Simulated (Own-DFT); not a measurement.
# How strain changes the stress of diamond-structure GeSn with randomly placed atoms, 64 atoms (Ge60Sn4)

These are calculations, not measurements. They come from Own-DFT, an in-house plane-wave density functional program, since retired, whose code no person has reviewed. Each row is one single-point run on a periodic cell that was not relaxed, without spin or spin-orbit coupling.

Settings of every run: PBE; PseudoDojo norm-conserving scalar-relativistic files; cutoff 49 hartree; 3 x 3 x 3 k mesh centred on Gamma; Fermi-Dirac smearing of 0.1 eV.

Known limits: forces on such cells moved up to 12 meV/angstrom on a denser k mesh; stress not checked against mesh or cutoff.

Unstrained cell vectors in Å: (11.420, 0.000, 0.000); (0.000, 11.420, 0.000); (0.000, 0.000, 11.420). The unstrained cell has measured lattice constants (interpolated for alloys), not those of this functional. That, the random moves and any unrelaxed bonds set the pressure at no strain. Each run strains this cell uniformly, with the atoms carried along. Every atom was also moved at random, by a Gaussian of width 0.05 Å on each axis. The random placing of the alloy's atoms differs from row to row. Strain is the symmetric tensor, in per cent. Stress is positive in tension, and the pressure is minus a third of its trace.

| run | e_xx (%) | e_yy (%) | e_zz (%) | s_xx (GPa) | s_yy (GPa) | s_zz (GPa) | P (GPa) | E (meV/atom) |
|---|---|---|---|---|---|---|---|---|
| 1 | 2.75 | 2.75 | 0.00 | -0.70 | -0.62 | -2.18 | 1.17 | 16.3 |
| 2 | -2.00 | -2.00 | 0.00 | -8.53 | -8.60 | -7.32 | 8.15 | 72.1 |
| 3 | -1.25 | -1.25 | 0.00 | -7.21 | -7.17 | -6.45 | 6.94 | 63.2 |
| 4 | 2.25 | 2.25 | 0.00 | -1.49 | -1.38 | -2.70 | 1.86 | 26.3 |
| 5 | 2.50 | 2.50 | 0.00 | -0.79 | -0.76 | -2.07 | 1.21 | 0.0 |
| 6 | 0.25 | 0.25 | 0.00 | -4.34 | -4.39 | -4.52 | 4.42 | 32.4 |
| 7 | -2.75 | -2.75 | 0.00 | -10.10 | -10.11 | -8.41 | 9.54 | 87.9 |
| 8 | -0.50 | -0.50 | 0.00 | -5.85 | -5.69 | -5.44 | 5.66 | 47.2 |
| 9 | 1.75 | 1.75 | 0.00 | ? | ? | ? | ? | ? |

E is the free energy for each atom above the lowest run shown.

## Worked fit

The change of volume is close to e_xx + e_yy + e_zz. A straight line through the runs shown gives P = 5.13 - 76 x (fractional change of volume) GPa, with an error of 2 on the slope and a scatter of 0.25 GPa. The strain isn't the same on all axes, but the crystal is cubic, so the slope still estimates the bulk modulus, averaged over pressures from 1.2 to 9.5 GPa.

## Withheld run

Question: what pressure should run 9 give? Its volume changes by 3.53 %.

The line gives 2.5 GPa. The calculation gave 2.39 GPa.
